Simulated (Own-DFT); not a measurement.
# Stretching a layer in its plane: wurtzite AlGaN with randomly placed atoms, 72 atoms (Al27Ga9N36)

The numbers are computed, not measured, by runs of the plane-wave DFT program Own-DFT (in-house, retired, unreviewed) at fixed positions, with no spin and no spin-orbit coupling.

All runs used: PBE; PseudoDojo norm-conserving scalar-relativistic files (stringent for Ga); cutoff 96 hartree; 4 x 4 x 3 k mesh centred on Gamma; Gaussian smearing of 0.01 eV.

Caveats: forces on such cells passed a denser k mesh, each cell not checked; stress not checked against mesh or cutoff.

Unstrained cell vectors in Å: (9.394, 0.000, 0.000); (-4.697, 8.135, 0.000); (0.000, 0.000, 10.066). The unstrained cell has measured lattice constants (interpolated for alloys), not those of this functional. That, the random moves and any unrelaxed bonds set the pressure at no strain. Each run strains x and y alike by e, as a substrate would, and holds the height along z. All atoms carry random offsets, Gaussian with a width of 0.05 Å per axis. The random placing of the alloy's atoms differs from row to row. Stress is positive in tension.

| e (%) | u (Å) | (s_xx + s_yy)/2 (GPa) | s_zz (GPa) |
|---|---|---|---|
| -2.50 | 0.048 | -21.77 | -11.18 |
| -1.75 | 0.050 | -17.80 | -9.35 |
| -1.50 | 0.047 | -15.84 | -8.39 |
| -1.25 | 0.050 | -13.15 | -9.08 |
| -0.50 | 0.051 | -9.11 | -6.54 |
| 0.25 | 0.055 | ? | ? |
| 0.75 | 0.047 | -2.05 | -4.50 |
| 1.00 | 0.053 | -1.33 | -4.52 |
| 1.75 | 0.051 | 3.32 | -5.17 |
| 2.25 | 0.052 | 4.96 | -4.01 |

## Analysis

With e as a fraction, the in-plane stress is -6.3 + 569 e - 2482 e² GPa (errors 12 and 970, scatter 0.55), and s_zz is -6.7 + 147 e GPa (slope ± 18, scatter 0.86). At e = 0 the first slope is C11 + C12 and the second 2 C13, both with the ions held to the strained lattice and at the cell's own pressure. A free layer would change its height as e changes, and the in-plane slope would drop by 2 C13²/C33 to the biaxial modulus. At fixed height, a misfit of 1 % moves the in-plane stress by about 5.7 GPa and s_zz by 1.5 GPa.

## The run left out

Asked: what are the two stresses at e = 0.25 %?

The fitted form gives -4.9 and -6.3 GPa. DFT gave -5.92 and -6.11 GPa.
